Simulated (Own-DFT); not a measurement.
Simulation results for Si3N4 (beta silicon nitride, atoms displaced)

Computed with Own-DFT development build. A calculation, not a measurement: plane-wave PBE density functional theory by an unreviewed code, no spin, of a simulated periodic cell, stress positive in tension, free energy of the whole cell less one offset for each atom, forces on such cells passed a denser k mesh, this cell's mesh not checked; offsets are fitted by least squares, one for each functional and potential file, so energies compare only between cells with the same atoms and settings and are not formation energies; the far tail of each file's local potential was reset to the Coulomb form; each entry is a single point on an unrelaxed cell, so the pressure reflects the starting lattice, mostly measured values (interpolated for alloys), from which strain is counted, and rises with the displacements; printed positions are rounded, which can move forces by about a meV/angstrom; the program, named Own-DFT, is a retired in-house code; no spin-orbit coupling.

## Si3N4 (beta silicon nitride, atoms displaced)

```xyz
42
Lattice="7.6060 0.0000 0.0000 -3.8030 6.5870 0.0000 0.0000 0.0000 8.7270" Properties=species:S:1:pos:R:3 Si3N4
Si    -1.6691     5.0675     0.7282
Si     0.2122     2.6490     0.7306
Si     1.3263     5.3717     0.7650
Si     5.3687     1.4520     2.1798
Si     3.5082     3.8247     2.2030
Si     2.4332     1.1972     2.2504
N      2.4607     0.2273     0.6725
N      6.2308     1.9857     0.7064
N      2.8579     4.4068     0.6806
N      1.4255     6.3234     2.1593
N     -2.4622     4.5896     2.1704
N      1.0121     2.2472     2.2332
N      0.1093     4.4257     0.7790
N      3.7547     2.1944     2.2280
Si    -1.4866     5.1192     3.6565
Si     0.2228     2.6357     3.6727
Si     1.3573     5.4420     3.6458
Si     5.4867     1.5751     5.0572
Si     3.6062     3.9971     5.0371
Si     2.3703     1.1650     5.0198
N      2.4346     0.1633     3.6349
N      6.2792     1.9505     3.6313
N      2.8413     4.3819     3.6639
N      1.4970     6.4269     5.0659
N     -2.4029     4.5304     5.1203
N      1.0827     2.1897     5.0552
N     -0.0518     4.3986     3.5480
N      3.8887     2.1889     5.1119
Si    -1.6555     5.0660     6.6199
Si     0.1941     2.7559     6.4578
Si     1.4352     5.4279     6.4999
Si     5.3667     1.5664     7.9913
Si     3.5604     3.9308     7.9569
Si     2.3474     1.0775     8.0571
N      2.4625     0.1448     6.5807
N      6.2326     1.9497     6.5473
N      2.7854     4.4264     6.5543
N      1.3340     6.3955     8.0199
N     -2.4566     4.4219     8.0131
N      1.0456     2.1587     7.9847
N     -0.0666     4.4566     6.6178
N      3.7636     2.1878     7.9733
```

| Property | Result |
| --- | --- |
| functional | PBE |
| potential files | PseudoDojo norm-conserving, scalar-relativistic, standard set |
| wave cutoff | 42 hartree |
| occupations | Fermi-Dirac |
| smearing width | 0.1 eV |
| k mesh | 3 x 3 x 3 centred on Gamma |
| free energy of cell above offsets | -3.195 eV |
| pressure | 7.77 GPa |
| stress xx | -8.9 GPa |
| stress yy | -7.71 GPa |
| stress zz | -6.7 GPa |
| stress yz | 0.64 GPa |
| stress xz | -0.06 GPa |
| stress xy | 0.03 GPa |

Force:
| element | x (eV/Å) | y (eV/Å) | z (eV/Å) |
| --- | --- | --- | --- |
| Si | 1.609 | -0.777 | 0.318 |
| Si | 0.23 | 1.19 | -0.724 |
| Si | 5.634 | 3.486 | -3.002 |
| Si | 0.939 | 1.409 | -0.578 |
| Si | 2.09 | 3.124 | -1.816 |
| Si | -1.6 | -1.543 | -2.485 |
| N | -1.019 | -2.57 | 5.157 |
| N | -0.384 | -0.369 | 1.377 |
| N | -2.303 | 0.855 | 2.032 |
| N | -0.002 | 1.368 | 1.508 |
| N | 0.382 | 0.41 | 1.314 |
| N | 1.556 | -1.551 | -0.896 |
| N | -7.216 | -4.661 | -0.348 |
| N | 2.201 | -1.942 | 0.002 |
| Si | -5.482 | -3.128 | -0.361 |
| Si | -0.936 | 1.904 | -1.608 |
| Si | 1.039 | -0.491 | -0.039 |
| Si | -2.216 | -0.799 | 1.553 |
| Si | 1.374 | -3.369 | 3.236 |
| Si | 4.75 | -1.073 | 3.699 |
| N | -0.251 | 2.657 | -0.281 |
| N | -0.267 | -0.296 | -1.364 |
| N | -3.617 | 1.826 | -1.975 |
| N | -0.31 | -1.417 | -0.303 |
| N | 1.59 | 1.872 | -0.7 |
| N | -2.007 | 1.339 | 0.712 |
| N | 4.157 | -1.626 | 1.271 |
| N | -2.762 | 0.551 | -0.795 |
| Si | 0.021 | -0.552 | -1.272 |
| Si | 0.053 | -1.104 | 3.202 |
| Si | -2.285 | 2.142 | 2.244 |
| Si | -0.924 | -1.374 | -0.154 |
| Si | -0.575 | -3.015 | 1.093 |
| Si | 2.426 | 3.215 | -4.471 |
| N | -1.53 | 1.692 | -1.331 |
| N | 1.866 | 0.842 | -0.635 |
| N | 0.112 | 0.035 | -2.079 |
| N | 0.955 | -0.432 | -0.416 |
| N | 2.667 | 2.509 | 0.16 |
| N | -1.883 | 1.026 | -0.352 |
| N | 2.474 | -1.396 | -1.2 |
| N | -0.558 | 0.035 | 0.303 |
